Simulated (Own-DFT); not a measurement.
## Calculated data, In3GaP4 (zincblende random alloy, atoms displaced)

Computed with Own-DFT development build. A calculation, not a measurement: plane-wave PBE density functional theory by an unreviewed code, no spin, of a simulated periodic cell, stress positive in tension, free energy of the whole cell less one offset for each atom, forces on such cells passed a denser k mesh, this cell's mesh not checked; offsets are fitted by least squares, one for each functional and potential file, so energies compare only between cells with the same atoms and settings and are not formation energies; the far tail of each file's local potential was reset to the Coulomb form; each entry is a single point on an unrelaxed cell, so the pressure reflects the starting lattice, mostly measured values, from which strain is counted, and rises with the displacements; printed positions are rounded, which can move forces by about a meV/angstrom; the program is a retired in-house code; no spin-orbit coupling; before rounding, a Quantum ESPRESSO 7.3.1 run of the same cell and cutoff gave forces within 1 meV/angstrom rms on each cell, which checks the program and not the settings.

### In3GaP4 (zincblende random alloy, atoms displaced)

```
CELL_PARAMETERS angstrom
11.52830 0.00000 0.00000
0.00000 11.52830 0.00000
0.00000 0.00000 11.52830
ATOMIC_POSITIONS crystal
In 0.99988 0.00322 0.99658
In 0.99979 0.25083 0.24977
Ga 0.24635 0.99831 0.25195
In 0.25064 0.24951 0.99765
P 0.12810 0.12510 0.12580
P 0.12701 0.37995 0.37537
P 0.37906 0.12371 0.37324
P 0.37510 0.37541 0.12534
In 0.00296 0.00128 0.50052
Ga 0.99447 0.24856 0.75230
Ga 0.25310 0.99696 0.75580
Ga 0.24916 0.24985 0.50076
P 0.11864 0.12152 0.62360
P 0.12285 0.37065 0.87611
P 0.36972 0.12677 0.87811
P 0.37524 0.37476 0.62753
In 0.00022 0.49892 0.00298
In 0.99742 0.74368 0.25217
In 0.24876 0.49707 0.25007
In 0.24894 0.75105 0.99918
P 0.12419 0.62147 0.12232
P 0.12164 0.87653 0.37927
P 0.37766 0.62132 0.37424
P 0.37306 0.87435 0.12838
In 0.99933 0.50286 0.50053
Ga 0.99859 0.75106 0.75430
In 0.25155 0.50228 0.74921
In 0.25083 0.74956 0.50049
P 0.12518 0.62639 0.62882
P 0.12851 0.87260 0.87605
P 0.37240 0.62835 0.87414
P 0.37572 0.87607 0.62581
In 0.49995 0.99571 0.99964
In 0.50112 0.25116 0.24849
In 0.75113 0.00440 0.25025
In 0.74822 0.24904 0.00075
P 0.62513 0.12740 0.12835
P 0.62609 0.37568 0.37343
P 0.87441 0.12733 0.37820
P 0.87964 0.37268 0.12851
In 0.49649 0.00158 0.49797
In 0.50038 0.24741 0.75021
Ga 0.74975 0.00324 0.75032
Ga 0.74443 0.24514 0.50331
P 0.62023 0.12204 0.62221
P 0.62352 0.37660 0.87567
P 0.87565 0.12712 0.87211
P 0.87378 0.37856 0.62340
Ga 0.50191 0.50171 0.00008
In 0.49467 0.74905 0.24891
In 0.75473 0.49751 0.25363
In 0.74980 0.74866 0.00138
P 0.62491 0.62729 0.12206
P 0.62428 0.87547 0.37374
P 0.87519 0.63126 0.37221
P 0.87205 0.88153 0.12410
In 0.50013 0.49562 0.49900
In 0.49800 0.74938 0.75270
In 0.75332 0.49769 0.74923
In 0.74600 0.75330 0.49688
P 0.61964 0.62995 0.62580
P 0.62844 0.87520 0.87451
P 0.87360 0.62602 0.87356
P 0.87290 0.87923 0.62417
```

- functional: PBE
- potential files: PseudoDojo norm-conserving, scalar-relativistic, standard set
- wave cutoff: 42 hartree
- occupations: Fermi-Dirac
- smearing width: 0.1 eV
- k mesh: 3 x 3 x 3 centred on Gamma
- free energy of cell above offsets: -31.613 eV
- pressure: 3.98 GPa
- stress xx: -3.96 GPa
- stress yy: -3.95 GPa
- stress zz: -4.02 GPa
- stress yz: 0.07 GPa
- stress xz: 0.39 GPa
- stress xy: 0.08 GPa

Force:
```
element  x (eV/Å)  y (eV/Å)  z (eV/Å)
     In     0.295    -0.262     0.193
     In     0.565    -0.372     0.612
     Ga     0.134     0.085     0.062
     In    -0.258     0.394     0.622
      P     0.354    -0.718     0.705
      P     0.159    -1.329     0.932
      P    -2.098     0.415    -0.191
      P     0.713     0.678    -0.984
     In    -0.896    -0.116    -0.129
     Ga      0.41     0.242    -0.502
     Ga    -0.296     0.203    -0.513
     Ga    -0.025    -0.111     0.063
      P     1.623     1.421     1.506
      P    -0.643     -0.12    -1.034
      P     0.322    -1.328    -1.064
      P      -0.7    -0.825    -0.854
     In    -0.276      -0.1    -0.698
     In     0.746     1.317     -1.05
     In     0.345     0.489    -0.246
     In     0.141    -0.241      0.57
      P      0.28      0.53     0.434
      P     0.974    -0.017     -1.35
      P    -0.513     0.139     0.153
      P    -0.918      0.88     0.318
     In     0.103      0.19    -0.058
     Ga    -0.011     0.132    -0.338
     In    -0.386    -0.505     0.327
     In     0.053    -0.025    -0.049
      P    -0.928     0.802     0.382
      P    -0.647     0.487    -1.458
      P     0.872    -1.085     1.047
      P    -0.742     0.641     0.753
     In     0.002     0.452     0.141
     In    -0.175     0.169     0.134
     In    -0.153    -0.131     0.368
     In     0.185     0.275     0.023
      P    -0.219     -0.43    -0.616
      P     0.664    -0.961     0.932
      P    -0.594     0.651     0.638
      P    -0.746     0.211    -0.584
     In      0.18    -0.662     0.021
     In    -0.162      0.06     0.194
     Ga     0.019     -0.19    -0.201
     Ga     0.334     0.382    -0.198
      P     1.703     0.206      0.48
      P    -0.535      0.54     0.596
      P    -0.445    -0.005    -1.082
      P      0.05    -2.025    -0.155
     Ga    -0.242     0.034    -0.016
     In     0.605    -0.045     0.175
     In    -0.297     0.355    -0.532
     In     0.332     0.409    -0.161
      P    -0.646    -1.229     0.051
      P    -0.353     0.275     -0.42
      P    -0.604    -0.886     1.008
      P     0.566    -0.672     0.039
     In     0.147     0.265     0.342
     In     0.159     0.512    -0.054
     In    -0.764     0.579    -0.081
     In     0.168    -0.139     0.595
      P     0.623     -0.76    -0.217
      P      0.43     0.728    -0.749
      P     0.977     0.476    -0.265
      P      0.04    -0.339     1.433
```
